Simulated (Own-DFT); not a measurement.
## Calculated data, SiC (4H silicon carbide, atoms displaced)

All values are calculated (Own-DFT development build). A calculation, not a measurement: plane-wave PBE density functional theory by an unreviewed code, no spin, of a simulated periodic cell, stress positive in tension, free energy of the whole cell less one offset for each atom, forces on such cells passed a denser k mesh, this cell's mesh not checked; offsets are fitted by least squares, one for each functional and potential file, so energies compare only between cells with the same atoms and settings and are not formation energies; the far tail of each file's local potential was reset to the Coulomb form; each entry is a single point on an unrelaxed cell, so the pressure reflects the starting lattice, mostly measured values (interpolated for alloys), from which strain is counted, and rises with the displacements; printed positions are rounded, which can move forces by about a meV/angstrom; the program, named Own-DFT, is a retired in-house code; no spin-orbit coupling.

Common to all runs: functional PBE; potential files PseudoDojo norm-conserving, scalar-relativistic, standard set; wave cutoff 42 hartree; occupations Fermi-Dirac; smearing width 0.1 eV; hardware one NVIDIA H100; k mesh 5 x 5 x 3 centred on Gamma.

(1) SiC (4H silicon carbide, atoms displaced)

```
cell vectors (Å)
   6.1654     0.0000     0.0000
  -3.0827     5.3394     0.0000
   0.0000     0.0000    10.0681
atoms (fractions of the cell vectors)
Si  0.00925  0.00858  0.40695
Si  0.16497  0.32929  0.15609
C   0.00212  0.98296  0.08994
C   0.16810  0.32790  0.35110
Si  0.00616  0.49689  0.40776
Si  0.17911  0.84377  0.15706
C   0.00235  0.49904  0.08983
C   0.18566  0.82706  0.34663
Si  0.50804  0.98135  0.41313
Si  0.66472  0.31884  0.16116
C   0.51276  0.99779  0.09870
C   0.67608  0.33592  0.34435
Si  0.50213  0.49637  0.40853
Si  0.65598  0.83135  0.14675
C   0.50525  0.51195  0.09848
C   0.66272  0.83852  0.34850
Si  0.00335  0.01438  0.90967
Si  0.83458  0.67468  0.65982
C   0.97895  0.97953  0.59205
C   0.82317  0.64706  0.83888
Si  0.99870  0.51133  0.90292
Si  0.84047  0.18410  0.66421
C   0.00771  0.49633  0.58306
C   0.81362  0.16094  0.84825
Si  0.51047  0.99706  0.90677
Si  0.32649  0.65983  0.65098
C   0.50615  0.98751  0.59202
C   0.32134  0.66150  0.85092
Si  0.49250  0.48462  0.90312
Si  0.34663  0.18247  0.64453
C   0.49401  0.50167  0.60200
C   0.32239  0.15777  0.84305
```

Results for SiC (4H silicon carbide, atoms displaced): free energy of cell above offsets -1.880 eV; pressure 6.11 GPa; stress xx -6.22 GPa; stress yy -6.29 GPa; stress zz -5.81 GPa; stress yz 1.66 GPa; stress xz 0.34 GPa; stress xy -0.03 GPa; wall time 123.1 s.

Force:
```tsv
element	x (eV/Å)	y (eV/Å)	z (eV/Å)
Si	-0.153	-2.712	0.056
Si	0.163	0.284	0.007
C	-1.431	1.866	1.084
C	0.346	0.717	-1.581
Si	-0.603	0.085	-2.104
Si	0.483	-2.357	0.509
C	-0.354	-0.022	0.985
C	-2.045	0.762	-0.309
Si	-2.225	2.893	-0.86
Si	0.01	2.737	-0.62
C	-2.698	1.09	-2.153
C	-0.37	-0.928	1.199
Si	0.462	0.79	-0.385
Si	3.313	-0.297	3.387
C	0.425	-3.275	-1.317
C	3.628	-1.834	-2.131
Si	0.086	-2.048	-1.425
Si	0.533	-1.876	-0.986
C	1.172	3.812	0.363
C	-1.178	2.248	1.083
Si	0.317	-1.664	1.654
Si	0.308	-2.574	-1.827
C	-1.632	0.435	3.304
C	3.381	2.101	-0.806
Si	-3.886	-1.197	0.743
Si	-0.191	1.017	2.116
C	-1.028	2.009	1.552
C	1.655	0.232	-1.908
Si	-0.514	0.943	0.936
Si	-0.619	-4.15	2.095
C	1.502	0.769	-2.13
C	1.141	0.143	-0.531
```

(2) SiC (4H silicon carbide, atoms displaced)

```
cell vectors (Å)
   6.1654     0.0000     0.0000
  -3.0827     5.3394     0.0000
   0.0000     0.0000    10.0681
atoms (fractions of the cell vectors)
Si  0.00685  0.01084  0.42199
Si  0.15665  0.34324  0.15355
C   0.99780  0.00569  0.09144
C   0.16493  0.32697  0.34278
Si  0.99647  0.49592  0.40980
Si  0.17526  0.84015  0.15524
C   0.99682  0.51337  0.09714
C   0.16246  0.82313  0.33824
Si  0.48534  0.00575  0.40956
Si  0.66575  0.34111  0.17145
C   0.49016  0.99223  0.09408
C   0.66748  0.34631  0.33919
Si  0.51343  0.51208  0.40183
Si  0.66472  0.82056  0.16578
C   0.50693  0.51028  0.08627
C   0.66858  0.83436  0.34320
Si  0.98710  0.00317  0.90645
Si  0.83087  0.67388  0.65289
C   0.01682  0.01126  0.59870
C   0.82799  0.64901  0.84778
Si  0.02020  0.51667  0.90508
Si  0.82986  0.16820  0.65113
C   0.99682  0.49258  0.58476
C   0.82219  0.15176  0.82946
Si  0.51619  0.00097  0.89762
Si  0.35213  0.67114  0.65423
C   0.50626  0.99991  0.59398
C   0.34018  0.66064  0.85118
Si  0.48337  0.48635  0.90077
Si  0.32376  0.17206  0.65117
C   0.50960  0.51601  0.58897
C   0.34628  0.18262  0.84798
```

The calculation gives: free energy of cell above offsets -1.363 eV; pressure 6.38 GPa; stress xx -4.98 GPa; stress yy -4.85 GPa; stress zz -9.32 GPa; stress yz -0.09 GPa; stress xz -0.14 GPa; stress xy -0.77 GPa; wall time 125.6 s.

Force:
```tsv
element	x (eV/Å)	y (eV/Å)	z (eV/Å)
Si	0.084	-1.254	-4.711
Si	1.725	-0.724	0.033
C	-0.239	0.053	0.674
C	0.01	0.964	0.796
Si	0.861	0.374	-2.755
Si	-1.68	0.37	-0.586
C	0.206	-1.116	-0.744
C	-0.708	1.142	2.361
Si	1.617	-0.799	-1.711
Si	-0.32	-0.931	-6.906
C	2.238	1.642	-0.143
C	0.666	-1.29	4.769
Si	-2.022	-0.499	0.223
Si	-0.641	1.991	-3.218
C	-0.654	-1.57	1.965
C	-0.236	1.465	2.484
Si	2.002	-1.144	-0.105
Si	2.04	-0.943	1.63
C	-2.814	-1.563	-0.222
C	-0.622	2.08	-1.672
Si	-2.19	-2.154	0.912
Si	0.717	0.649	-0.123
C	0.051	1.401	2.812
C	1.477	2.246	1.787
Si	-2.687	0.128	2.691
Si	-2.703	-0.43	0.556
C	-1.743	0.374	-0.361
C	-0.902	1.52	-2.952
Si	3.075	2.459	2.607
Si	3.833	1.675	2.635
C	0.476	-1.596	-0.35
C	-0.917	-4.523	-2.376
```

(3) SiC (4H silicon carbide, atoms displaced)

```
cell vectors (Å)
   6.1654     0.0000     0.0000
  -3.0827     5.3394     0.0000
   0.0000     0.0000    10.0681
atoms (fractions of the cell vectors)
Si  0.98891  0.98009  0.40222
Si  0.18111  0.33328  0.16005
C   0.00667  0.99757  0.10127
C   0.16737  0.32264  0.33874
Si  0.99909  0.49994  0.40407
Si  0.17910  0.83631  0.15625
C   0.98270  0.48148  0.09764
C   0.16589  0.82352  0.34643
Si  0.48716  0.97977  0.40316
Si  0.67291  0.32886  0.17287
C   0.48185  0.97050  0.09669
C   0.66019  0.32485  0.35211
Si  0.49023  0.49273  0.40934
Si  0.65810  0.84693  0.14980
C   0.47874  0.48442  0.10544
C   0.67407  0.83706  0.34089
Si  0.01170  0.99772  0.91146
Si  0.82894  0.64341  0.64871
C   0.00684  0.97741  0.59730
C   0.82908  0.64781  0.84836
Si  0.00650  0.50884  0.90140
Si  0.82193  0.14985  0.65909
C   0.01345  0.49515  0.59001
C   0.84303  0.19639  0.84837
Si  0.51746  0.00513  0.90440
Si  0.35254  0.66155  0.66158
C   0.48850  0.01399  0.58973
C   0.34381  0.67714  0.84723
Si  0.50977  0.50815  0.90563
Si  0.33480  0.16987  0.64519
C   0.49575  0.50751  0.59452
C   0.32161  0.16929  0.83498
```

Results for SiC (4H silicon carbide, atoms displaced): free energy of cell above offsets -1.044 eV; pressure 6.36 GPa; stress xx -10.32 GPa; stress yy -4.22 GPa; stress zz -4.54 GPa; stress yz -0.24 GPa; stress xz 1.71 GPa; stress xy -1.17 GPa; wall time 119.7 s.

Force:
```tsv
element	x (eV/Å)	y (eV/Å)	z (eV/Å)
Si	0.886	1.889	1.141
Si	-4.28	-1.713	-0.369
C	-0.726	-0.09	-1.318
C	-0.81	0.02	2.465
Si	1.146	-1.772	0.417
Si	-3.069	-3.111	0.92
C	1.75	1.573	-0.501
C	-0.547	0.179	-1.23
Si	1.008	1.718	1.172
Si	-1.895	-0.076	-2.691
C	-0.266	4.636	-2.168
C	0.084	0.015	0.597
Si	0.263	0.638	-1.403
Si	4.47	-3.473	2.102
C	4.821	3.029	-2.846
C	-1.591	-1.524	0.113
Si	-1.348	0.174	-0.573
Si	0.916	1.098	1.656
C	-2.82	0.638	-1.363
C	-0.793	2.762	-1.579
Si	0.791	0.393	2.836
Si	0.899	1.232	-1.022
C	-0.179	-0.959	0.897
C	1.445	-4.243	-1.104
Si	-2.387	1.005	0.326
Si	-4.563	2.241	-0.179
C	3.957	-2.601	0.108
C	0.586	-0.293	-0.394
Si	-0.996	-2.274	1.612
Si	-1.555	-0.006	2.583
C	2.631	-1.505	-1.269
C	2.169	0.4	1.063
```

(4) SiC (4H silicon carbide, atoms displaced)

```
cell vectors (Å)
   6.1654     0.0000     0.0000
  -3.0827     5.3394     0.0000
   0.0000     0.0000    10.0681
atoms (fractions of the cell vectors)
Si  0.99482  0.98410  0.41290
Si  0.16110  0.31095  0.15932
C   0.00439  0.01371  0.08775
C   0.16700  0.32506  0.34517
Si  0.03246  0.52616  0.40515
Si  0.15828  0.83228  0.16955
C   0.98965  0.48075  0.09961
C   0.17618  0.82474  0.35263
Si  0.49765  0.00978  0.39747
Si  0.66707  0.32792  0.15793
C   0.49859  0.99140  0.09260
C   0.64760  0.34071  0.34056
Si  0.50324  0.49537  0.40984
Si  0.67062  0.84635  0.16811
C   0.49190  0.49972  0.08295
C   0.68791  0.83405  0.33745
Si  0.01305  0.00067  0.91783
Si  0.83857  0.67766  0.66259
C   0.00522  0.00669  0.59137
C   0.82476  0.65363  0.84815
Si  0.98498  0.51568  0.91353
Si  0.82430  0.15610  0.65652
C   0.97783  0.48799  0.58280
C   0.83216  0.18036  0.83623
Si  0.49967  0.98773  0.90919
Si  0.34040  0.66652  0.66003
C   0.50428  0.03124  0.59560
C   0.33683  0.67378  0.84661
Si  0.49177  0.48339  0.90642
Si  0.33793  0.17052  0.65624
C   0.50876  0.49901  0.59829
C   0.33636  0.16676  0.85259
```

Results for SiC (4H silicon carbide, atoms displaced): free energy of cell above offsets -0.321 eV; pressure 7.35 GPa; stress xx -4.69 GPa; stress yy -6.47 GPa; stress zz -10.88 GPa; stress yz -0.6 GPa; stress xz 0.12 GPa; stress xy 0.15 GPa; wall time 123.6 s.

Force:
```tsv
element	x (eV/Å)	y (eV/Å)	z (eV/Å)
Si	0.589	2.046	-0.781
Si	0.232	4.128	-0.307
C	0.109	-3.426	4.134
C	0.022	0.073	0.522
Si	-1.563	-6.427	1.037
Si	1.053	-0.772	-3.049
C	0.21	1.932	0.234
C	-1.785	3.51	-1.993
Si	2.523	1.145	2.41
Si	-2.121	0.346	-1.076
C	-0.935	0.358	1.991
C	3.706	-0.962	-0.428
Si	-1.713	1.006	0.068
Si	0.293	-2.029	-5.473
C	0.976	0.099	3.661
C	-2.296	-0.449	3.995
Si	-2.095	0.109	-4.627
Si	1.014	-1.233	-0.957
C	-0.294	-0.768	1.596
C	-1.782	2.978	-0.58
Si	4.256	-2.748	-0.369
Si	0.066	2.151	-0.791
C	1.878	1.477	2.367
C	1.101	-1.026	2.825
Si	0.348	1.955	-0.688
Si	-1.873	0.435	-0.824
C	2.132	-4.172	-2.002
C	-0.472	-1.973	-0.317
Si	-0.985	2.313	-0.21
Si	-1.569	0.476	1.802
C	-1.14	1.323	-0.399
C	0.117	-1.875	-1.773
```

(5) SiC (4H silicon carbide, atoms displaced)

```
cell vectors (Å)
   6.1654     0.0000     0.0000
  -3.0827     5.3394     0.0000
   0.0000     0.0000    10.0681
atoms (fractions of the cell vectors)
Si  0.00441  0.98974  0.40608
Si  0.17490  0.33073  0.15405
C   0.97797  0.97382  0.09515
C   0.16793  0.33069  0.34444
Si  0.99780  0.50700  0.40307
Si  0.15926  0.83375  0.15622
C   0.99676  0.48303  0.10932
C   0.16321  0.83360  0.34245
Si  0.50175  0.00648  0.39833
Si  0.65012  0.31367  0.14662
C   0.48200  0.98395  0.09416
C   0.65760  0.34118  0.34431
Si  0.50898  0.50376  0.42056
Si  0.67219  0.84680  0.14875
C   0.50770  0.50847  0.09195
C   0.64345  0.82846  0.34082
Si  0.01101  0.01144  0.91133
Si  0.82654  0.65996  0.65647
C   0.98904  0.99530  0.59051
C   0.81979  0.64902  0.84554
Si  0.00139  0.49852  0.90823
Si  0.82818  0.15631  0.66148
C   0.99059  0.48314  0.59439
C   0.83701  0.16875  0.83545
Si  0.50871  0.00828  0.89086
Si  0.32447  0.66451  0.64945
C   0.50341  0.01560  0.60331
C   0.33416  0.67403  0.84484
Si  0.50877  0.49575  0.91150
Si  0.35026  0.17195  0.65018
C   0.50939  0.51251  0.60728
C   0.32818  0.16610  0.84775
```

It finds free energy of cell above offsets -2.045 eV; pressure 5.29 GPa; stress xx -8.59 GPa; stress yy -3.23 GPa; stress zz -4.06 GPa; stress yz 0.16 GPa; stress xz 1.88 GPa; stress xy 0.41 GPa; wall time 120.5 s.

Force:
```tsv
element	x (eV/Å)	y (eV/Å)	z (eV/Å)
Si	-2.949	1.638	-0.335
Si	-0.003	-0.303	1.571
C	2.273	3.612	-1.082
C	0.239	-0.062	0.736
Si	0.756	-2.054	0.053
Si	0.508	-2.112	0.291
C	-1.022	0.716	-2.823
C	0.718	0.099	0.129
Si	-0.464	0.483	1.553
Si	0.298	1.844	2.188
C	0.492	1.29	-1.835
C	1.222	-0.542	-0.483
Si	-2.079	0.091	-2.486
Si	-2.337	-2.911	2.547
C	-0.116	-1.095	0.278
C	2.711	0.174	0.314
Si	-1.102	-2.381	-1.379
Si	2.127	1.23	1.202
C	1.734	-0.191	0.814
C	1.646	2.192	-0.031
Si	0.136	0.504	0.322
Si	0.772	0.759	-2.803
C	-0.368	1.41	-0.798
C	0.843	0.116	3.428
Si	-0.973	-1.256	2.19
Si	-0.237	0.609	2.137
C	1.716	-2.855	-2.786
C	0.561	-1.111	-0.509
Si	-2.354	0.503	-1.299
Si	-4.331	0.4	2.197
C	-1.298	-1.358	-2.24
C	0.882	0.561	-1.063
```

(6) SiC (4H silicon carbide, atoms displaced)

```
cell vectors (Å)
   6.1654     0.0000     0.0000
  -3.0827     5.3394     0.0000
   0.0000     0.0000    10.0681
atoms (fractions of the cell vectors)
Si  0.98509  0.00303  0.40082
Si  0.18562  0.33935  0.16015
C   0.99273  0.98888  0.08997
C   0.17807  0.34897  0.34507
Si  0.98852  0.48957  0.40504
Si  0.16702  0.82801  0.14299
C   0.98554  0.48498  0.08454
C   0.16846  0.83316  0.34518
Si  0.49985  0.98874  0.41437
Si  0.66240  0.33612  0.15911
C   0.52587  0.01991  0.09493
C   0.66485  0.34420  0.35405
Si  0.50081  0.47623  0.40766
Si  0.66313  0.81728  0.16063
C   0.50462  0.51328  0.09107
C   0.65147  0.83159  0.34046
Si  0.01555  0.01605  0.90736
Si  0.84459  0.67088  0.64646
C   0.99868  0.97419  0.59886
C   0.83585  0.67592  0.83524
Si  0.99436  0.49588  0.90596
Si  0.83421  0.16026  0.64913
C   0.01753  0.49940  0.60061
C   0.82652  0.15481  0.83927
Si  0.49951  0.00618  0.90436
Si  0.33214  0.67006  0.65264
C   0.49057  0.99185  0.58640
C   0.34038  0.67193  0.84309
Si  0.50932  0.51111  0.90880
Si  0.31994  0.16401  0.63795
C   0.51575  0.50139  0.59236
C   0.35071  0.17421  0.84318
```

It finds free energy of cell above offsets -1.465 eV; pressure 5.81 GPa; stress xx -5.84 GPa; stress yy -5.46 GPa; stress zz -6.12 GPa; stress yz -0.4 GPa; stress xz 0.73 GPa; stress xy -0.3 GPa; wall time 126.3 s.

Force:
```tsv
element	x (eV/Å)	y (eV/Å)	z (eV/Å)
Si	2.131	-0.984	0.024
Si	-2.508	-1.307	-1.528
C	0.749	1.262	1.308
C	-0.577	-1.929	0.025
Si	1.44	2.691	0.87
Si	0.674	0.276	1.777
C	1.339	1.059	2.614
C	-1.024	-0.171	-0.843
Si	-1.973	0.407	-3.589
Si	0.811	0.313	-0.067
C	-1.528	-2.564	-0.415
C	3.288	-3.475	-2.823
Si	-3.838	4.175	1.452
Si	-0.601	3.621	-1.14
C	0.569	-2.114	0.79
C	1.898	-0.887	1.231
Si	-0.481	-1.391	-1.633
Si	0.19	-4.028	3.243
C	-2.588	4.582	-3.721
C	0.831	-0.087	1.423
Si	-0.03	0.088	-2.613
Si	-0.205	-0.31	2.014
C	-2.195	-1.514	-2.59
C	0.439	1.353	-0.101
Si	1.55	-0.532	0.335
Si	2.533	-0.217	1.617
C	0.845	1.029	2.323
C	-0.88	-0.439	0.321
Si	0.306	-0.126	-2.408
Si	2.747	0.878	3.599
C	-1.912	-0.294	-0.74
C	-2.003	0.634	-0.756
```
